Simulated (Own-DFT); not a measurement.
# Which arrangement is lower? C16Si16, 32 atoms

Calculated results; nothing here was measured. They come from Own-DFT, an in-house plane-wave density functional program, since retired, whose code no person has reviewed. Each row is one single-point run on a periodic cell that was not relaxed, without spin or spin-orbit coupling.

Settings of every run: PBE; PseudoDojo norm-conserving scalar-relativistic files; cutoff 42 hartree; 5 x 5 x 3 k mesh centred on Gamma; Fermi-Dirac smearing of 0.1 eV.

Known limits: forces on such cells passed a denser k mesh, each cell not checked; stress not checked against mesh or cutoff.

All cells hold the same atoms in the same cell, with vectors in Å (6.165, 0.000, 0.000); (-3.083, 5.339, 0.000); (0.000, 0.000, 10.068). Every atom was moved at random from its ideal site; u is the rms move along one axis. E is the free energy of the cell above the lowest run. The arrangements:

- A: 2H SiC
- B: 4H SiC

| arrangement | u (Å) | E (eV) | P (GPa) |
|---|---|---|---|
| A | 0.0276 | 0.075 | 3.70 |
| A | 0.0309 | 0.446 | 4.06 |
| A | 0.0344 | 0.522 | 4.03 |
| A | 0.0544 | 2.730 | 5.53 |
| A | 0.0555 | 2.660 | 5.75 |
| A | 0.0617 | 4.219 | 6.91 |
| B | 0.0290 | 0.042 | 3.67 |
| B | 0.0294 | 0.000 | 3.68 |
| B | 0.0297 | 0.134 | 3.75 |
| B | 0.0565 | 2.861 | 5.54 |
| B | 0.0600 | 3.160 | 6.11 |
| B | 0.0608 | 3.579 | 6.42 |

Question: once the cost of the random moves is taken out, how do the arrangements rank?

## Worked answer

Fit E = a + b u², with one b for all and one a for each arrangement, and with residuals divided by u², since the noise grows with the moves. Then b = 1205 eV/Å², the scatter at u = 0.04 Å is 0.12 eV, and against A:

- B: -0.17 ± 0.05 eV (lower)

These are energies of unrelaxed cells. Relaxing the atoms lowers the strained arrangements most, so the gaps would shrink and small ones could change sign.
